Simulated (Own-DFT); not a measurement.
# Computed records: AlGa3N4 (wurtzite random alloy, strained, atoms displaced)

Computed with Own-DFT development build. A calculation, not a measurement: plane-wave PBE density functional theory by an unreviewed code, no spin, of a simulated periodic cell, stress positive in tension, free energy of the whole cell less one offset for each atom, forces on such cells passed a denser k mesh, this cell's mesh not checked; offsets are fitted by least squares, one for each functional and potential file, so energies compare only between cells with the same atoms and settings and are not formation energies; the far tail of each file's local potential was reset to the Coulomb form; each entry is a single point on an unrelaxed cell, so the pressure reflects the starting lattice, mostly measured values, from which strain is counted, and rises with the displacements; printed positions are rounded, which can move forces by about a meV/angstrom; the program is a retired in-house code; no spin-orbit coupling.

Settings shared by all entries: functional PBE; k mesh 4 x 4 x 3 centred on Gamma.

(1) AlGa3N4 (wurtzite random alloy, strained, atoms displaced)

```
AlGa3N4
1.0
      9.5806     0.0000     0.0000
     -4.7903     8.2970     0.0000
      0.0000     0.0000    10.2685
Ga Al N Ga N Al Ga N Al Ga N Ga N Ga N Ga N Al N Al Ga N Al Ga N Ga N Ga N Ga N Ga N Ga N Ga N Al Ga N Al Ga N
1 1 2 2 2 1 1 2 1 1 2 2 2 2 2 2 2 2 2 1 1 2 1 1 2 2 2 2 2 2 2 2 2 2 2 2 2 1 1 2 1 1 2
Direct
  0.10534 0.21440 0.00152
  0.22129 0.10380 0.25523
  0.12090 0.22990 0.19529
  0.23149 0.11850 0.43698
  0.09915 0.20917 0.49426
  0.22780 0.11319 0.75039
  0.11656 0.22080 0.69224
  0.21752 0.11339 0.93714
  0.11956 0.55371 0.99737
  0.21947 0.45449 0.25210
  0.10695 0.55943 0.19293
  0.23641 0.46324 0.43479
  0.11786 0.56021 0.50014
  0.22123 0.44251 0.76178
  0.11836 0.56575 0.69175
  0.20719 0.44899 0.93807
  0.11195 0.89092 0.00714
  0.23318 0.78609 0.24724
  0.10875 0.88492 0.18083
  0.22925 0.79117 0.43406
  0.10665 0.88755 0.49578
  0.21286 0.77759 0.74909
  0.10828 0.88492 0.68757
  0.21544 0.76727 0.94710
  0.44058 0.21811 0.00093
  0.55800 0.11038 0.25038
  0.43528 0.21388 0.18954
  0.55934 0.10764 0.43590
  0.44844 0.22125 0.49380
  0.55951 0.10979 0.75211
  0.44234 0.21921 0.68462
  0.55111 0.11551 0.94090
  0.44065 0.56171 0.00565
  0.55766 0.43995 0.24600
  0.44769 0.56572 0.18714
  0.56308 0.44224 0.43937
  0.44163 0.55218 0.49918
  0.56176 0.45314 0.74620
  0.43914 0.55403 0.69854
  0.54802 0.43999 0.93720
  0.44458 0.88066 0.00332
  0.55102 0.76665 0.25286
  0.43640 0.89084 0.19788
  0.55329 0.78029 0.44195
  0.45489 0.89848 0.50344
  0.53873 0.76261 0.74773
  0.43593 0.89131 0.70752
  0.55156 0.77178 0.94246
  0.77356 0.21944 0.00475
  0.89030 0.10664 0.24647
  0.77177 0.22301 0.19150
  0.88639 0.11698 0.44696
  0.77674 0.22368 0.48723
  0.89040 0.09650 0.74924
  0.76743 0.22573 0.68055
  0.89082 0.10591 0.93504
  0.77665 0.55760 0.99800
  0.89448 0.44662 0.25382
  0.77931 0.54987 0.18534
  0.88559 0.44253 0.44292
  0.77527 0.55953 0.49466
  0.87798 0.43624 0.74540
  0.77868 0.54843 0.69177
  0.88419 0.44180 0.93608
  0.77920 0.88979 0.00394
  0.88980 0.78773 0.24910
  0.77593 0.89158 0.19125
  0.89517 0.78444 0.44394
  0.77870 0.89382 0.49292
  0.88810 0.77303 0.75557
  0.77818 0.87787 0.68543
  0.89266 0.78854 0.93733
```

* potential files: PseudoDojo norm-conserving, scalar-relativistic, standard set with the stringent files for Ga
* wave cutoff: 96 hartree
* occupations: Gaussian
* smearing width: 0.01 eV
* free energy of cell above offsets: -9.208 eV
* pressure: 4.28 GPa
* stress xx: -4.07 GPa
* stress yy: -3.32 GPa
* stress zz: -5.45 GPa
* stress yz: -0.71 GPa
* stress xz: 0.48 GPa
* stress xy: -0.41 GPa

Force:
```csv
element,x (eV/Å),y (eV/Å),z (eV/Å)
Ga,0.017,1.268,0.226
Al,-0.249,0.695,-1.069
N,-0.131,-1.277,-0.152
N,-0.41,-0.597,-0.266
Ga,1.829,2.318,1.388
Ga,0.067,-0.628,-0.495
N,-1.049,0.209,-0.899
N,0.874,-0.469,0.57
Al,-4.584,0.907,1.381
Ga,0.798,-0.445,-0.476
N,1.021,0.216,-1.596
N,-0.952,-1.303,1.368
Al,-0.525,0.549,0.402
Ga,-0.89,-0.24,-2.468
N,-0.18,-2.103,-1.56
N,4.012,-1.523,1.919
Ga,0.399,-0.296,-3.077
Ga,-2.789,-1.752,0.836
N,-0.446,1.374,3.659
N,0.186,-1.505,1.194
Ga,1.805,0.926,1.193
Ga,0.514,0.118,1.323
N,-0.774,0.829,-0.119
N,0.026,0.936,-0.377
Ga,-0.609,0.618,-0.264
Ga,-1.006,-0.133,-0.295
N,-0.04,0.244,0.669
N,-1.486,1.134,0.261
Al,0.169,-0.047,1.216
Al,-1.129,0.671,0.066
N,1.226,0.297,-0.488
N,1.326,-1.388,-0.606
Al,0.647,-1.459,-1.27
Ga,-0.417,0.049,-0.071
N,0.202,-2.481,-0.533
N,-2.382,-0.208,-0.156
Al,0.745,0.48,0.717
Ga,-0.25,-1.813,0.603
N,0.384,-1.401,-2.684
N,-0.854,1.211,0.873
Ga,-1.334,1.094,-0.279
Ga,-0.906,2.586,0.607
N,3.651,0.51,-1.872
N,1.797,-0.828,0.454
Ga,-1.382,-1.105,0.934
Ga,0.604,2.967,0.805
N,1.567,0.351,-1.858
N,1.313,0.463,0.341
Ga,0.047,0.61,-1.274
Ga,-0.517,1.84,0.596
N,1.727,-0.137,0.21
N,0.712,-2.206,-1.855
Ga,-0.704,0.559,2.197
Ga,-0.991,1.061,-0.817
N,1.233,-1.938,0.446
N,-1.276,-0.645,1.512
Ga,0.203,-0.356,-0.535
Ga,-0.858,-0.095,-0.208
N,-0.748,1.152,0.867
N,1.262,1.726,-0.355
Ga,1.396,0.019,1.292
Ga,1.956,0.353,0.798
N,-1.228,1.733,-1.195
N,1.044,0.358,0.755
Al,-0.433,-0.345,-1.152
Ga,1.165,-1.772,0.06
N,-0.22,-0.54,-0.903
N,-2.307,-0.117,-1.498
Al,-0.102,-0.748,1.523
Ga,0.298,-0.006,-1.251
N,-1.405,0.14,-0.924
N,-0.658,-0.665,1.637
```

(2) AlGa3N4 (wurtzite random alloy, strained, atoms displaced)

```
AlGa3N4
1.0
      9.3666     0.0000     0.0000
     -4.6833     8.1117     0.0000
      0.0000     0.0000    10.2685
Ga N Ga Al N Ga Al N Ga N Al Ga N Ga N Al N Al Ga N Al Ga N Ga N Al Ga N Ga N Ga N Ga N Ga N Ga N Ga Al N Ga N
2 2 1 1 2 1 1 2 2 2 1 1 2 2 2 2 2 1 1 2 1 1 2 2 2 1 1 2 2 2 2 2 2 2 2 2 2 2 1 1 2 2 2
Direct
  0.09799 0.21702 0.00324
  0.22497 0.11257 0.25108
  0.10480 0.20989 0.19207
  0.20716 0.09967 0.44073
  0.10926 0.21704 0.49787
  0.21819 0.12101 0.75546
  0.12332 0.22302 0.69587
  0.21593 0.10833 0.93802
  0.10199 0.54731 0.00426
  0.22057 0.43826 0.25069
  0.11250 0.56295 0.18356
  0.22517 0.44385 0.44012
  0.10797 0.55167 0.50539
  0.22106 0.43794 0.75042
  0.11547 0.56009 0.68819
  0.23723 0.45007 0.93848
  0.12235 0.89431 0.99851
  0.20930 0.76647 0.25464
  0.10806 0.89461 0.18410
  0.22208 0.78802 0.43956
  0.11714 0.88828 0.48684
  0.21638 0.77780 0.75679
  0.10694 0.88390 0.68851
  0.21371 0.78799 0.93312
  0.43927 0.22741 0.00067
  0.55825 0.10828 0.24200
  0.44397 0.22253 0.18950
  0.54605 0.10510 0.44274
  0.43804 0.21794 0.49780
  0.54901 0.11290 0.74027
  0.44125 0.21735 0.68537
  0.55352 0.10508 0.94096
  0.44727 0.55643 0.99378
  0.56475 0.44513 0.25020
  0.45453 0.55679 0.18081
  0.55214 0.44361 0.43688
  0.43982 0.55986 0.48619
  0.56161 0.44954 0.75136
  0.43201 0.55919 0.68785
  0.56307 0.45113 0.94210
  0.44439 0.89001 0.99626
  0.54914 0.78174 0.24146
  0.44280 0.89307 0.19155
  0.56417 0.76959 0.44222
  0.44463 0.88952 0.50258
  0.55853 0.78016 0.75682
  0.44028 0.88693 0.68750
  0.55814 0.76885 0.94374
  0.77405 0.22544 0.99726
  0.89951 0.10534 0.24970
  0.77949 0.22819 0.18710
  0.88422 0.10407 0.44087
  0.77509 0.22717 0.50533
  0.89688 0.10762 0.75488
  0.78607 0.23634 0.68602
  0.87567 0.10183 0.93234
  0.77313 0.55970 0.99601
  0.89092 0.44462 0.24697
  0.77601 0.55203 0.20174
  0.87813 0.43440 0.42986
  0.77281 0.54796 0.50159
  0.89669 0.44574 0.75179
  0.78043 0.54668 0.69032
  0.89981 0.45556 0.94624
  0.78966 0.89746 0.99948
  0.88888 0.77656 0.24766
  0.78362 0.88949 0.18361
  0.89072 0.78395 0.43670
  0.78512 0.89710 0.51181
  0.88827 0.77134 0.75164
  0.78016 0.88571 0.68460
  0.88262 0.77918 0.93364
```

* potential files: PseudoDojo norm-conserving, scalar-relativistic, standard set
* wave cutoff: 42 hartree
* occupations: Fermi-Dirac
* smearing width: 0.1 eV
* free energy of cell above offsets: 10.597 eV
* pressure: 14.97 GPa
* stress xx: -15.92 GPa
* stress yy: -17.83 GPa
* stress zz: -11.17 GPa
* stress yz: 0.1 GPa
* stress xz: 0.07 GPa
* stress xy: -0.18 GPa

Force:
```csv
element,x (eV/Å),y (eV/Å),z (eV/Å)
Ga,1.058,0.766,-0.455
Ga,0.581,-0.636,0.405
N,1.158,3.659,-1.046
N,2.118,3.197,-0.977
Ga,-0.741,0.407,1.062
Al,3.666,-3.142,-0.211
N,-2.77,-0.115,-1.979
N,0.617,0.987,0.197
Ga,3.292,2.552,-0.753
Al,0.468,0.86,-0.698
N,1.743,-2.539,1.371
N,-2.096,-1.05,-2.017
Ga,-0.582,0.496,-1.024
Ga,-0.748,1.511,0.506
N,0.235,-0.791,0.451
N,-2.192,-1.279,0.599
Al,-2.981,0.002,0.751
Ga,0.325,2.852,-0.3
N,0.332,-1.413,-0.328
N,3.154,-3.407,-0.988
Ga,-3.466,-0.712,3.478
Ga,0.495,0.51,-1.973
N,-0.164,2.07,-0.391
N,3.286,-1.387,2.328
Al,0.861,-0.647,-0.008
Al,-0.589,0.967,1.449
N,0.998,-0.511,-1.1
N,0.08,1.511,-1.673
Al,-0.294,0.364,0.042
Ga,1.827,-0.597,1.426
N,-2.339,1.187,-0.292
N,-1.711,0.961,-0.518
Al,0.711,-0.094,1.535
Ga,-2.061,-0.541,0.606
N,-2.108,-0.951,0.309
N,-0.088,-1.656,0.757
Ga,1.875,-1.099,2.666
Ga,-1.44,-0.544,-0.794
N,2.796,0.102,-0.554
N,-1.947,-2.33,-0.675
Al,-0.054,-1.12,0.435
Ga,2.207,-0.678,1.286
N,-0.979,-0.128,-1.77
N,-1.655,3.179,-1.691
Ga,1.05,-1.163,-0.313
Ga,-0.529,-0.243,-0.856
N,0.515,0.095,0.827
N,-1.605,1.857,0.003
Ga,0.104,-0.067,0.452
Ga,-3.726,-0.735,1.513
N,0.498,-1.871,-0.148
N,-0.436,2.091,-0.49
Ga,0.334,-1.605,-1.325
Ga,-1.176,0.305,-2.135
N,0.527,-2.616,1.238
N,0.344,2.721,1.028
Ga,1.941,0.853,2.004
Ga,-0.064,-0.114,0.216
N,1.331,2.392,-2.579
N,1.233,1.616,1.184
Ga,-0.158,1.482,-0.585
Ga,-0.007,0.682,0.952
N,-0.811,0.751,-0.332
N,-2.722,-2.096,-1.933
Ga,-1.258,-2.228,0.791
Al,-0.423,0.107,0.81
N,-0.277,-0.735,0.662
N,0.219,-1.342,-0.797
Ga,0.068,-1.938,-2.802
Ga,0.202,0.374,-0.99
N,-0.421,0.291,3.077
N,2.37,0.364,1.083
```

(3) AlGa3N4 (wurtzite random alloy, strained, atoms displaced)

```
AlGa3N4
1.0
      9.3666     0.0000     0.0000
     -4.6833     8.1117     0.0000
      0.0000     0.0000    10.2685
Ga N Ga Al N Al N Ga Al N Ga Al N Ga N Ga N Ga Al N Ga N Ga N Ga N Ga Al N Ga N Al Ga N Ga N Ga Al N Ga N Ga N
2 2 1 1 2 2 2 1 1 2 1 1 2 2 2 2 2 1 1 2 2 2 2 2 2 2 1 1 2 2 2 1 1 2 2 2 1 1 2 2 2 2 2
Direct
  0.11350 0.21852 0.99410
  0.21660 0.10098 0.25327
  0.11222 0.22738 0.18626
  0.22514 0.11620 0.43408
  0.10878 0.22476 0.48886
  0.22866 0.10588 0.75628
  0.10471 0.22115 0.69743
  0.22499 0.11502 0.94280
  0.10333 0.55122 0.99939
  0.21928 0.44836 0.25270
  0.12175 0.55798 0.18289
  0.21363 0.43981 0.43013
  0.11992 0.55768 0.49786
  0.22790 0.45336 0.74389
  0.12510 0.55615 0.68730
  0.22587 0.44727 0.93709
  0.12151 0.89016 0.00180
  0.21977 0.77653 0.24939
  0.11297 0.88672 0.18267
  0.23283 0.78770 0.44695
  0.10636 0.89225 0.49632
  0.22149 0.77901 0.74862
  0.10956 0.89334 0.68342
  0.22318 0.77673 0.94270
  0.45130 0.22636 0.00624
  0.56144 0.10836 0.24375
  0.43601 0.21203 0.19630
  0.55265 0.11548 0.44054
  0.43987 0.22784 0.50310
  0.55006 0.11090 0.75277
  0.44603 0.23523 0.68508
  0.55697 0.11905 0.93231
  0.44169 0.55441 0.99800
  0.54747 0.44187 0.24640
  0.44759 0.56199 0.19117
  0.54881 0.44248 0.44361
  0.44079 0.55273 0.50150
  0.55358 0.44933 0.74695
  0.45106 0.56158 0.68644
  0.54106 0.43365 0.93536
  0.44530 0.88076 0.00355
  0.55501 0.77096 0.25245
  0.43811 0.88775 0.19034
  0.55717 0.78162 0.43421
  0.43684 0.88531 0.49396
  0.55325 0.76870 0.74655
  0.44027 0.89327 0.68623
  0.54982 0.77343 0.94200
  0.78526 0.22974 0.99136
  0.87712 0.09989 0.25192
  0.76754 0.22067 0.18685
  0.89517 0.11022 0.43516
  0.76872 0.21214 0.50374
  0.89607 0.12327 0.74993
  0.78372 0.22508 0.68815
  0.88514 0.11525 0.93796
  0.76994 0.55390 0.99611
  0.87329 0.42620 0.25529
  0.78233 0.55482 0.19229
  0.88891 0.45099 0.44146
  0.78029 0.55973 0.50153
  0.89852 0.45143 0.75608
  0.77867 0.55908 0.68706
  0.88471 0.45124 0.93478
  0.76882 0.88263 0.00158
  0.88577 0.77152 0.24903
  0.78284 0.88110 0.18396
  0.87997 0.77303 0.44122
  0.78337 0.89302 0.50087
  0.89784 0.76890 0.74426
  0.77407 0.88796 0.68747
  0.88029 0.76836 0.93039
```

* potential files: PseudoDojo norm-conserving, scalar-relativistic, standard set
* wave cutoff: 42 hartree
* occupations: Fermi-Dirac
* smearing width: 0.1 eV
* free energy of cell above offsets: 9.180 eV
* pressure: 14.3 GPa
* stress xx: -15.58 GPa
* stress yy: -16.86 GPa
* stress zz: -10.44 GPa
* stress yz: -0.93 GPa
* stress xz: 0.3 GPa
* stress xy: 0.48 GPa

Force:
```csv
element,x (eV/Å),y (eV/Å),z (eV/Å)
Ga,-1.468,0.998,1.157
Ga,-1.004,1.132,-1.2
N,-0.211,-0.205,0.665
N,-0.748,-0.834,0.969
Ga,1.062,-0.434,2.375
Al,-1.617,1.37,-0.61
N,3.819,1.809,-1.64
N,1.361,-1.331,-1.667
Al,1.155,0.456,0.175
Al,0.937,-0.801,-1.927
N,-1.546,0.097,0.555
N,1.201,1.194,0.361
Ga,-1.824,0.268,0.31
Al,1.389,-2.125,1.661
N,-2.615,0.078,0.169
N,-1.965,0.042,-1.278
Ga,-2,-0.104,-0.833
Al,0.13,-0.33,0.246
N,0.082,-1.059,1.879
N,-3.907,-2.521,-3.278
Ga,0.579,0.024,0.195
Ga,0.27,0.214,0.37
N,1.448,0.833,0.54
N,0.228,-1.326,-1.051
Ga,-0.699,-1.337,0.497
Ga,-2.816,-0.788,2.077
N,0.773,1.21,-1.139
N,1.171,-0.024,-0.361
Ga,1.06,-0.905,-0.545
Al,0.747,0.648,-1.407
N,0.346,-2.759,1.567
N,0.576,-1.221,0.489
Ga,-0.065,-0.435,1.081
Ga,0.944,-0.307,1.158
N,-1.086,-2.219,-0.776
N,0.715,1.116,-1.295
Ga,-0.141,0.856,-0.889
Ga,1.137,-0.105,0.743
N,-1.928,-0.578,0.15
N,0.826,1.836,0.034
Ga,-1.189,1.608,-0.171
Ga,-0.321,1.77,-0.359
N,0.627,-0.792,0.116
N,0.109,-0.481,1.03
Ga,3.237,2.599,1.698
Al,-0.43,2.972,0.557
N,1.693,0.002,0.799
N,0.747,0.005,-2.305
Ga,-1.334,-0.512,0.967
Ga,1.133,1.251,-1.396
N,2.73,-0.542,-1.633
N,-2.848,0.168,0.287
Al,0.338,1.264,-0.066
Ga,-1.025,-2.764,0.541
N,-2.339,1.03,-0.145
N,1.259,-1.216,0.194
Ga,-0.458,0.015,1.005
Ga,1.166,2.8,0.251
N,-1.019,-1.265,-1.14
N,1.179,-1.92,0.167
Ga,-0.837,-1.425,0.081
Al,-0.497,-0.777,-2.238
N,1.436,-2.257,0.333
N,1.755,0.175,-0.063
Ga,1.337,0.877,-1.382
Ga,1.059,0.314,0.536
N,-1.67,0.593,0.63
N,1.133,1.131,-1.331
Ga,-1.223,-0.509,0.907
Ga,-2.701,2.065,1.029
N,0.068,-0.197,0.666
N,0.57,1.591,0.911
```
